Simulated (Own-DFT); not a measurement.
## Calculated data, GaP (zincblende, strongly disordered by large displacements), InAs (zincblende, strongly disordered by large displacements)

Computed with Own-DFT development build. A calculation, not a measurement: plane-wave PBE density functional theory by an unreviewed code, no spin, of a simulated periodic cell, stress positive in tension, free energy of the whole cell less one offset for each atom, forces on such cells passed a denser k mesh, this cell's mesh not checked; broken bonds can close the gap or carry spin, so checks made on this kind of crystal may not hold here; offsets are fitted by least squares, one for each functional and potential file, so energies compare only between cells with the same atoms and settings and are not formation energies; the far tail of each file's local potential was reset to the Coulomb form; each entry is a single point on an unrelaxed cell, so the pressure reflects the starting lattice, mostly measured values (interpolated for alloys), from which strain is counted, and rises with the displacements; printed positions are rounded, which can move forces by about a meV/angstrom; the program, named Own-DFT, is a retired in-house code; no spin-orbit coupling.

Settings shared by all entries: functional PBE; potential files PseudoDojo norm-conserving, scalar-relativistic, standard set; wave cutoff 42 hartree; occupations Fermi-Dirac; smearing width 0.1 eV; k mesh 3 x 3 x 3 centred on Gamma.

(1) GaP (zincblende, strongly disordered by large displacements)

```
GaP
1.0
     10.9010     0.0000     0.0000
      0.0000    10.9010     0.0000
      0.0000     0.0000    10.9010
Ga P Ga P Ga P Ga P Ga P Ga P Ga P Ga P
4 4 4 4 4 4 4 4 4 4 4 4 4 4 4 4
Direct
  0.02071 0.99556 0.98799
  0.97947 0.23562 0.21213
  0.26476 0.01048 0.27375
  0.24128 0.24752 0.98108
  0.12273 0.10926 0.08439
  0.12251 0.35914 0.34904
  0.38514 0.12051 0.34261
  0.36127 0.36810 0.12886
  0.98421 0.01766 0.50281
  0.00064 0.21332 0.76196
  0.25881 0.99310 0.74858
  0.25348 0.23849 0.50184
  0.12388 0.09691 0.64899
  0.13524 0.37962 0.86809
  0.34582 0.11762 0.91529
  0.37450 0.37294 0.59373
  0.98086 0.52436 0.01406
  0.00627 0.74099 0.27056
  0.25546 0.49881 0.26270
  0.22191 0.74586 0.97877
  0.09833 0.64848 0.10149
  0.12623 0.84022 0.37921
  0.41593 0.61666 0.39866
  0.39010 0.87517 0.11114
  0.99221 0.50876 0.48962
  0.00307 0.72547 0.75714
  0.25127 0.49832 0.74526
  0.26911 0.75295 0.51052
  0.11526 0.58375 0.63676
  0.12703 0.88376 0.89673
  0.37493 0.61119 0.86422
  0.40461 0.85622 0.62565
  0.48371 0.99674 0.01846
  0.48396 0.26132 0.23506
  0.77002 0.98363 0.24853
  0.77369 0.23746 0.00047
  0.58727 0.14494 0.14538
  0.59961 0.40464 0.37464
  0.87176 0.12725 0.37324
  0.91593 0.39396 0.11853
  0.52389 0.02167 0.50117
  0.50764 0.24079 0.73889
  0.73180 0.00832 0.76820
  0.76665 0.23180 0.51328
  0.66092 0.12919 0.65641
  0.62342 0.35663 0.91013
  0.85766 0.14401 0.86051
  0.88457 0.37005 0.64562
  0.50231 0.50548 0.98463
  0.47762 0.75378 0.28529
  0.77479 0.47386 0.24822
  0.74795 0.74760 0.04301
  0.63031 0.63813 0.15015
  0.61260 0.90607 0.38055
  0.86357 0.59795 0.40229
  0.86550 0.87305 0.12143
  0.54412 0.51256 0.50279
  0.50890 0.76551 0.73978
  0.71572 0.50560 0.73793
  0.75753 0.74420 0.50130
  0.59445 0.64668 0.61054
  0.60588 0.87457 0.88526
  0.89793 0.63672 0.87203
  0.83498 0.90021 0.60409
```

Settings of this run: hardware one NVIDIA H100.

Results for GaP (zincblende, strongly disordered by large displacements): free energy of cell above offsets 6.626 eV; pressure 12.17 GPa; stress xx -10.98 GPa; stress yy -14.13 GPa; stress zz -11.42 GPa; stress yz -0.37 GPa; stress xz -0.28 GPa; stress xy 1.07 GPa; wall time 575.2 s.

Force:
| element | x (eV/Å) | y (eV/Å) | z (eV/Å) |
| --- | --- | --- | --- |
| Ga | -8.139 | 0.171 | 0.475 |
| Ga | 2.626 | -2.072 | 1.678 |
| Ga | -5.394 | -6.014 | -4.555 |
| Ga | -2.6 | 5.121 | 2.893 |
| P | 2.156 | 3.951 | 6.168 |
| P | -0.74 | -0.016 | 1.849 |
| P | 3.347 | 3.644 | 6.116 |
| P | -1.277 | 2.444 | -2.284 |
| Ga | 1.47 | -2.006 | 0.483 |
| Ga | 2.922 | 4.218 | -1.452 |
| Ga | 1.833 | -1.481 | 1.825 |
| Ga | -1.277 | -0.71 | -1.38 |
| P | -0.329 | 1.43 | -3.217 |
| P | -2.193 | -0.659 | 0.54 |
| P | 4.997 | -4.337 | -5.361 |
| P | 1.635 | 0.791 | 2.231 |
| Ga | 2.414 | 1.288 | -5.094 |
| Ga | -2.954 | -1.763 | -2.258 |
| Ga | 0.267 | 0.606 | -0.54 |
| Ga | 4.637 | -2.022 | 1.552 |
| P | 2.242 | -0.152 | 3.931 |
| P | 2.307 | 4.391 | 2.278 |
| P | -6.113 | -0.68 | -0.351 |
| P | -5.115 | -5.547 | 4.975 |
| Ga | 4.563 | -5.4 | 3.039 |
| Ga | 3.663 | 4.231 | -4.034 |
| Ga | 2.055 | -2.279 | -0.005 |
| Ga | -0.878 | -2.189 | -0.179 |
| P | -0.331 | 3.768 | -1.855 |
| P | 1.51 | -1.969 | -7.628 |
| P | -0.242 | 2.444 | -0.153 |
| P | -4.875 | 6.295 | -3.487 |
| Ga | 3.53 | 4.296 | -2.95 |
| Ga | -1.29 | 4.416 | 3.805 |
| Ga | -2.862 | 1.959 | 1.785 |
| Ga | -2.458 | 2.5 | 3.876 |
| P | 6.811 | -4.887 | -4.072 |
| P | 4.397 | -6.842 | -5.707 |
| P | 0.342 | 0.334 | -2.276 |
| P | -4.61 | -4.045 | 1.86 |
| Ga | -1.778 | 1.894 | 2.639 |
| Ga | -1.551 | 1.248 | 1.379 |
| Ga | 2.008 | -5.933 | 3.582 |
| Ga | -0.307 | 2.883 | 0.16 |
| P | -4.797 | 3.436 | -5.256 |
| P | -0.076 | 0.774 | -2.615 |
| P | 0.266 | -4.403 | 1.065 |
| P | -0.531 | 0.198 | -1.406 |
| Ga | 0.078 | -0.307 | 2.71 |
| Ga | 2.186 | 3.489 | -3.635 |
| Ga | -2.263 | 1.195 | 0.537 |
| Ga | -0.922 | -0.876 | -4.355 |
| P | -1.688 | -2.762 | 0.806 |
| P | 2.752 | -4.081 | -2.691 |
| P | -3.135 | 3.838 | -4.637 |
| P | 4.648 | 1.535 | 0.344 |
| Ga | -3.53 | -2.294 | 2.699 |
| Ga | 1.435 | -2.873 | 6.101 |
| Ga | 1.369 | -0.753 | 1.315 |
| Ga | -1.796 | 0.771 | -0.429 |
| P | 4.951 | 2.253 | 3.247 |
| P | 1.877 | 0.45 | 0.831 |
| P | -7.205 | -2.576 | 3.188 |
| P | 1.964 | -0.335 | 1.902 |

(2) GaP (zincblende, strongly disordered by large displacements)

```
GaP
1.0
     10.9010     0.0000     0.0000
      0.0000    10.9010     0.0000
      0.0000     0.0000    10.9010
Ga P Ga P Ga P Ga P Ga P Ga P Ga P Ga P
4 4 4 4 4 4 4 4 4 4 4 4 4 4 4 4
Direct
  0.00144 0.96304 0.03392
  0.99019 0.22940 0.23634
  0.22044 0.03900 0.22258
  0.22473 0.31675 0.03451
  0.10879 0.13497 0.12114
  0.12659 0.40889 0.39768
  0.35855 0.13956 0.37261
  0.33501 0.39073 0.13346
  0.01771 0.05244 0.54962
  0.03928 0.23041 0.73658
  0.22671 0.99272 0.76225
  0.22443 0.25206 0.49144
  0.15327 0.13035 0.61351
  0.11304 0.37003 0.91715
  0.34022 0.14034 0.88545
  0.37196 0.35273 0.63429
  0.96629 0.59961 0.00431
  0.95934 0.68239 0.20520
  0.21726 0.50674 0.26012
  0.24757 0.73558 0.06388
  0.10248 0.61964 0.09736
  0.11317 0.87367 0.40019
  0.33367 0.62831 0.40228
  0.35948 0.88485 0.16186
  0.99809 0.51616 0.54902
  0.00639 0.74735 0.77656
  0.24367 0.48557 0.79473
  0.23813 0.76570 0.42515
  0.06811 0.66429 0.57358
  0.13961 0.87602 0.84780
  0.42485 0.61409 0.82791
  0.39108 0.85833 0.62847
  0.49872 0.97493 0.99140
  0.45912 0.30418 0.25087
  0.74201 0.02115 0.20711
  0.74716 0.17984 0.00288
  0.56816 0.19549 0.14233
  0.56001 0.34204 0.38093
  0.81954 0.13958 0.37412
  0.91215 0.37840 0.10172
  0.46598 0.96223 0.52273
  0.47390 0.25676 0.75453
  0.78253 0.99825 0.75153
  0.71957 0.28405 0.46148
  0.68716 0.07952 0.64035
  0.63948 0.38027 0.82873
  0.86354 0.10575 0.85353
  0.91080 0.39865 0.62691
  0.42137 0.49867 0.01133
  0.49404 0.73071 0.26696
  0.79223 0.48999 0.15743
  0.78335 0.78552 0.01577
  0.66921 0.62547 0.06232
  0.60997 0.87374 0.37506
  0.90796 0.61762 0.35248
  0.85269 0.84556 0.16583
  0.45401 0.55093 0.48929
  0.52665 0.74217 0.74257
  0.76296 0.48082 0.77400
  0.73169 0.76364 0.51513
  0.62140 0.57841 0.62610
  0.59424 0.87306 0.82519
  0.89262 0.66265 0.86603
  0.84513 0.91299 0.62276
```

It was run with hardware one NVIDIA H100.

Results for GaP (zincblende, strongly disordered by large displacements): free energy of cell above offsets 57.417 eV; pressure 24.31 GPa; stress xx -25.7 GPa; stress yy -23.26 GPa; stress zz -23.99 GPa; stress yz 2.65 GPa; stress xz -4.18 GPa; stress xy -3.01 GPa; wall time 613.4 s.

Force:
| element | x (eV/Å) | y (eV/Å) | z (eV/Å) |
| --- | --- | --- | --- |
| Ga | -0.273 | 0.531 | -1.362 |
| Ga | -2.895 | 2.294 | 3.435 |
| Ga | 4.572 | -4.016 | 5.559 |
| Ga | -2.245 | -10.45 | -1.83 |
| P | -1.625 | 1.563 | -5.672 |
| P | -2.77 | -2.548 | 1.315 |
| P | -0.278 | -1.258 | -0.397 |
| P | 5 | 4.239 | 8.773 |
| Ga | -10.39 | -6.986 | -6.058 |
| Ga | -2.642 | 2.849 | 2.981 |
| Ga | 7.25 | 7.091 | -5.007 |
| Ga | 3.248 | 3.16 | -2.542 |
| P | 7.631 | 1.105 | 5.407 |
| P | -7.511 | 3.225 | -8.049 |
| P | 1.152 | -0.749 | 0.481 |
| P | -3.33 | 3.736 | -3.63 |
| Ga | -4.791 | -7.423 | 0.373 |
| Ga | 1.702 | 4.522 | -3.897 |
| Ga | 0.589 | 1.691 | -1.375 |
| Ga | 3.244 | 2.585 | -1.753 |
| P | 11.28 | -1.42 | 6.129 |
| P | -8.679 | 8.724 | -2.635 |
| P | -1.485 | -3.213 | -8.497 |
| P | 0.648 | -0.328 | -1 |
| Ga | 1.687 | -2.364 | -8.186 |
| Ga | 7.504 | 4.834 | -8.415 |
| Ga | 0.935 | 0.277 | -1.451 |
| Ga | 2.019 | 2.115 | 4.416 |
| P | 5.884 | 12.11 | 3.302 |
| P | -5.126 | -6.741 | 7.595 |
| P | -4.82 | -4.854 | 3.949 |
| P | -7.541 | -6.861 | 7.387 |
| Ga | -1.135 | 1.249 | 0.44 |
| Ga | -6.184 | -2.608 | -3.535 |
| Ga | -1.563 | 1.247 | 0.779 |
| Ga | -1.036 | 1.786 | 1.186 |
| P | 3.929 | -4.728 | -3.724 |
| P | 3.452 | 5.804 | 7.845 |
| P | 3.634 | -1.534 | -0.838 |
| P | 4.884 | -6.162 | -3.363 |
| Ga | 6.564 | 8.297 | -8.811 |
| Ga | 2.684 | -2.5 | 3.084 |
| Ga | -3.752 | -6.276 | 11.66 |
| Ga | 2.425 | 0.173 | 2.849 |
| P | -8.182 | 6.365 | -9.886 |
| P | -8.19 | -7.589 | 5.122 |
| P | 7.669 | 6.56 | 7.388 |
| P | -7.692 | -10.2 | 6.209 |
| Ga | 3.87 | 4.757 | -4.109 |
| Ga | 0.355 | 0.143 | -0.767 |
| Ga | -5.882 | 5.371 | 3.78 |
| Ga | -3.994 | -1.462 | -7.809 |
| P | -3.361 | -1.707 | 0.922 |
| P | 0.215 | 0.66 | -0.265 |
| P | -4.825 | -4.228 | 9.685 |
| P | 3.338 | 4.873 | 5.295 |
| Ga | 9.1 | -7.599 | 6.891 |
| Ga | -1.162 | -5.445 | -7.061 |
| Ga | 8.167 | 5.933 | -4.063 |
| Ga | -0.064 | -1.319 | -0.817 |
| P | 0.544 | 2.062 | -1.165 |
| P | 5.954 | 8.942 | 6.986 |
| P | -13.31 | -2.275 | -3.187 |
| P | 5.598 | -6.033 | -10.07 |

(3) InAs (zincblende, strongly disordered by large displacements)

```
InAs
1.0
     12.1166     0.0000     0.0000
      0.0000    12.1166     0.0000
      0.0000     0.0000    12.1166
In As In As In As In As In As In As In As In As
4 4 4 4 4 4 4 4 4 4 4 4 4 4 4 4
Direct
  0.01722 0.03039 0.00453
  0.98963 0.24002 0.26262
  0.24033 0.02889 0.25768
  0.24360 0.21220 0.99297
  0.12556 0.12179 0.11952
  0.10960 0.36925 0.38678
  0.35735 0.11056 0.36582
  0.37714 0.36622 0.12949
  0.99222 0.00154 0.51813
  0.99766 0.26933 0.77474
  0.26458 0.00451 0.75959
  0.25890 0.28859 0.48502
  0.12185 0.10436 0.60697
  0.10768 0.40584 0.87753
  0.37260 0.12641 0.90460
  0.37075 0.37114 0.60448
  0.98044 0.52053 0.01218
  0.00000 0.75647 0.22910
  0.26089 0.55425 0.26148
  0.23592 0.76056 0.99727
  0.13845 0.60639 0.14051
  0.11819 0.88006 0.36679
  0.36856 0.62208 0.39939
  0.36154 0.87430 0.10626
  0.99100 0.47286 0.49657
  0.02601 0.76266 0.76006
  0.23067 0.47597 0.75708
  0.24189 0.77121 0.48653
  0.10549 0.65658 0.63403
  0.12716 0.86821 0.89734
  0.38738 0.60009 0.88332
  0.39839 0.87043 0.61758
  0.48155 0.00964 0.98637
  0.49183 0.24641 0.24546
  0.75217 0.01038 0.26575
  0.76351 0.28241 0.01094
  0.63647 0.12123 0.14363
  0.62839 0.39857 0.39060
  0.84455 0.08746 0.39885
  0.90568 0.38040 0.12346
  0.53064 0.00519 0.48787
  0.44610 0.25041 0.74552
  0.75232 0.01523 0.73367
  0.74347 0.24347 0.49836
  0.64165 0.11313 0.63193
  0.62961 0.38581 0.89616
  0.85449 0.13616 0.90161
  0.88838 0.37888 0.61518
  0.50975 0.52612 0.00828
  0.50659 0.75576 0.24272
  0.75910 0.50281 0.28747
  0.74620 0.79636 0.99327
  0.63708 0.62655 0.14777
  0.60911 0.87871 0.35798
  0.87161 0.66361 0.35569
  0.87638 0.85692 0.14654
  0.49856 0.49330 0.50015
  0.50224 0.71866 0.73374
  0.76616 0.48746 0.72543
  0.73708 0.76616 0.48628
  0.62193 0.61237 0.65274
  0.63605 0.85693 0.86526
  0.84765 0.62199 0.88163
  0.91215 0.88422 0.62773
```

It was run with hardware one NVIDIA H200.

The calculation gives: free energy of cell above offsets 5.744 eV; pressure 10.47 GPa; stress xx -11.61 GPa; stress yy -8.44 GPa; stress zz -11.36 GPa; stress yz 0.37 GPa; stress xz -3.37 GPa; stress xy 1.68 GPa; wall time 1146 s.

Force:
| element | x (eV/Å) | y (eV/Å) | z (eV/Å) |
| --- | --- | --- | --- |
| In | -4.322 | -3.907 | -3.109 |
| In | -0.157 | -0.668 | 0.179 |
| In | -2.947 | -4.796 | -3.254 |
| In | -3.362 | 6.484 | 2.545 |
| As | 0.54 | 2.612 | 4.531 |
| As | 0.96 | -0.028 | -3.414 |
| As | 5.062 | 3.996 | 4.844 |
| As | -1.246 | 1.526 | -1.026 |
| In | 1.264 | 1.347 | -5.429 |
| In | -0.723 | -2.125 | -1.065 |
| In | -0.708 | -1.23 | -1.164 |
| In | -2.192 | -4.946 | -2.372 |
| As | 3.714 | 3.964 | 3.038 |
| As | -1.231 | -2.434 | 3.599 |
| As | 0.851 | 1.057 | -6.931 |
| As | 1.361 | 2.637 | 3.492 |
| In | 1.112 | 1.99 | -1.293 |
| In | 5.706 | -3.079 | 2.148 |
| In | 2.026 | -4.673 | 0.994 |
| In | 3.006 | -4.972 | 2.203 |
| As | -4.329 | 2.755 | -4.651 |
| As | -0.797 | 1.066 | -0.77 |
| As | 2.177 | 2.123 | 1.612 |
| As | 1.199 | 1.009 | 2.143 |
| In | 1.151 | 6.006 | -1.62 |
| In | -3.658 | 1.286 | 3.163 |
| In | 3.233 | 3.292 | -3.149 |
| In | 0.455 | -0.443 | 1.872 |
| As | 3.237 | -4.715 | -4.272 |
| As | -2.391 | 4.673 | -2.452 |
| As | -3.536 | 2.106 | -2.685 |
| As | -0.673 | 0.638 | 0.234 |
| In | 5.65 | -5.017 | 3.43 |
| In | 0.781 | -0.506 | 0.931 |
| In | -2.125 | -3.864 | -4.739 |
| In | -1.266 | -0.606 | 1.166 |
| As | -0.946 | 1.131 | -2.101 |
| As | -0.037 | -3.816 | -0.808 |
| As | 4.075 | 3.953 | 3.278 |
| As | -1.627 | -1.248 | 3.028 |
| In | -2.213 | 0.67 | 1.257 |
| In | 2.775 | -0.651 | 1.342 |
| In | 4.568 | -4.445 | 4.348 |
| In | 0.081 | 1.244 | 0.326 |
| As | -5.241 | 4.501 | -2.848 |
| As | -0.796 | 0.022 | -2.163 |
| As | 1.292 | -1.077 | -1.755 |
| As | -2.408 | -4.385 | 2.37 |
| In | 1.798 | -2.035 | 2.731 |
| In | -2.321 | -1.059 | -1.14 |
| In | 1.398 | 0.809 | -2.327 |
| In | 3.627 | -3.311 | 4.537 |
| As | 0.583 | 0.038 | -0.978 |
| As | 1.587 | 0.087 | 0.218 |
| As | 0.075 | -1.906 | 2.165 |
| As | -4.048 | 5.373 | -3.606 |
| In | 0.152 | 2.106 | 1.683 |
| In | -4.351 | 3.961 | 3.659 |
| In | -1.047 | 0.303 | 2.636 |
| In | 0.526 | -0.43 | 1.625 |
| As | 3.756 | -2.765 | -5.08 |
| As | -4.618 | 3.518 | -4.629 |
| As | 0.773 | 1.087 | -0.28 |
| As | -5.231 | -4.232 | 3.784 |

(4) InAs (zincblende, strongly disordered by large displacements)

```
InAs
1.0
     12.1166     0.0000     0.0000
      0.0000    12.1166     0.0000
      0.0000     0.0000    12.1166
In As In As In As In As In As In As In As In As
4 4 4 4 4 4 4 4 4 4 4 4 4 4 4 4
Direct
  0.00877 0.99750 0.99272
  0.02375 0.26828 0.26063
  0.24516 0.00612 0.22080
  0.22443 0.23687 0.97309
  0.14885 0.12354 0.11609
  0.14339 0.36804 0.36434
  0.36350 0.09315 0.38243
  0.37806 0.37441 0.12106
  0.00276 0.00232 0.50325
  0.00192 0.27616 0.74962
  0.20960 0.98113 0.75489
  0.26468 0.26436 0.50428
  0.11667 0.13368 0.61035
  0.11627 0.38892 0.88674
  0.38173 0.13296 0.91496
  0.36377 0.36542 0.61452
  0.98220 0.51089 0.98880
  0.00634 0.74227 0.25546
  0.23687 0.49464 0.28333
  0.24316 0.75477 0.00817
  0.13126 0.61856 0.13191
  0.11400 0.86232 0.34308
  0.38838 0.62319 0.35779
  0.35437 0.87671 0.09478
  0.04144 0.45669 0.48240
  0.98774 0.75528 0.76871
  0.25817 0.50478 0.75149
  0.22212 0.75113 0.45503
  0.12103 0.62552 0.63106
  0.10713 0.85595 0.85701
  0.40031 0.61006 0.87271
  0.37334 0.90133 0.63894
  0.48883 0.01198 0.99294
  0.50651 0.25751 0.26106
  0.73183 0.00059 0.26285
  0.73200 0.25129 0.99112
  0.62978 0.13512 0.12479
  0.61488 0.37779 0.38500
  0.85099 0.12352 0.40166
  0.85493 0.37423 0.13380
  0.49107 0.98455 0.50034
  0.50087 0.23616 0.76634
  0.76283 0.01266 0.72779
  0.76611 0.26121 0.49326
  0.62723 0.11597 0.64574
  0.63627 0.37799 0.89057
  0.89856 0.12641 0.85945
  0.88972 0.36956 0.64372
  0.50240 0.50007 0.97101
  0.50432 0.73731 0.24537
  0.75867 0.50928 0.22201
  0.73059 0.77749 0.00002
  0.63318 0.64167 0.13033
  0.64199 0.88416 0.36560
  0.89353 0.63317 0.36017
  0.86944 0.89086 0.12365
  0.50737 0.49176 0.51384
  0.48899 0.76324 0.74029
  0.76090 0.48701 0.74896
  0.73233 0.72860 0.49714
  0.61370 0.61817 0.60477
  0.62293 0.89054 0.86712
  0.86938 0.62514 0.87695
  0.88818 0.89676 0.63642
```

Here we set hardware one NVIDIA H200.

**Q.** Estimate the stress yy of InAs (zincblende, strongly disordered by large displacements) (entry 4).
**A.** -10.79 GPa

**Q.** Give the table of force values for InAs (zincblende, strongly disordered by large displacements) (entry 4).
**A.** 
Force:
| element | x (eV/Å) | y (eV/Å) | z (eV/Å) |
| --- | --- | --- | --- |
| In | -0.557 | 0.276 | 0.613 |
| In | -4.163 | -3.493 | -3.255 |
| In | 2.399 | -3.162 | 3.524 |
| In | 0.66 | 2.303 | 0.467 |
| As | -4.724 | 2.348 | -0.786 |
| As | 2.166 | -5.936 | 1.28 |
| As | -0.259 | 2.14 | -1.063 |
| As | -0.65 | 0.166 | 0.129 |
| In | 0.035 | -0.501 | -1.779 |
| In | 3.757 | -3.945 | 2.996 |
| In | 2.352 | 3.139 | -2.066 |
| In | -2.813 | -5.524 | -3.56 |
| As | 1.205 | 0.983 | 1.36 |
| As | 0.951 | 0.26 | -1.092 |
| As | -3.069 | 3.236 | -4.796 |
| As | 4.056 | 3.53 | 4.952 |
| In | 0.937 | -1.04 | 3.008 |
| In | -1.833 | -0.623 | -5.137 |
| In | 5.049 | 5.146 | -5.461 |
| In | -2.044 | -3.259 | -2.536 |
| As | -0.578 | -0.578 | -0.642 |
| As | 1.309 | 6.621 | 1.283 |
| As | -1.561 | -0.887 | 2.564 |
| As | 3.814 | 1.809 | 2.757 |
| In | -5.187 | 5.193 | 5.666 |
| In | -3.831 | -3.556 | -4.351 |
| In | -0.424 | -0.084 | -0.129 |
| In | 2.768 | -2.164 | 3.229 |
| As | 0.079 | -0.103 | -1.196 |
| As | 3.435 | 1.467 | 5.71 |
| As | -4.352 | 4.919 | -3.28 |
| As | -1.89 | -1.304 | 0.026 |
| In | 4.32 | -4.229 | 2.983 |
| In | -1.458 | -1.17 | -0.927 |
| In | 3.775 | 4.362 | -4.287 |
| In | 3.748 | -2.669 | 1.389 |
| As | -1.066 | -1.216 | 0.798 |
| As | 2.234 | 0.319 | -0.597 |
| As | 3.235 | -2.734 | -3.168 |
| As | 3.252 | -2.92 | -2.245 |
| In | 2.2 | 0.574 | -0.258 |
| In | -0.211 | 0.508 | -0.136 |
| In | 0.59 | -0.382 | 3.34 |
| In | -2.741 | 2.814 | 2.96 |
| As | -2.417 | 2.334 | -3.107 |
| As | -1.096 | 1.202 | -3.73 |
| As | -1.209 | 0.426 | 1.015 |
| As | -3.105 | 2.824 | -5.64 |
| In | 2.245 | -2.629 | 5.811 |
| In | -0.346 | 2.918 | -0.365 |
| In | -1.334 | 2.247 | 3.406 |
| In | 1.154 | -0.55 | 0.335 |
| As | -0.153 | -1.187 | -2.356 |
| As | -4.495 | -4.963 | 4.171 |
| As | -2.845 | -3.443 | 2.954 |
| As | 0.623 | -0.451 | 0.439 |
| In | -3.05 | -1.52 | -1.756 |
| In | 0.78 | -0.738 | 0.519 |
| In | -1.131 | 1.302 | 0.07 |
| In | 2.941 | 2.004 | -1.759 |
| As | 1.006 | 1.287 | 4.597 |
| As | -0.329 | 0.39 | -0.976 |
| As | -2.386 | 1.515 | -0.595 |
| As | 0.229 | -3.605 | -1.319 |

Further results for InAs (zincblende, strongly disordered by large displacements) (entry 4):

```
free energy of cell above offsets : -0.017 eV
pressure                          : 9.6 GPa
stress xx                         : -9.73 GPa
stress zz                         : -8.27 GPa
stress yz                         : 1.33 GPa
stress xz                         : -1.16 GPa
stress xy                         : 0.28 GPa
wall time                         : 1152 s
```
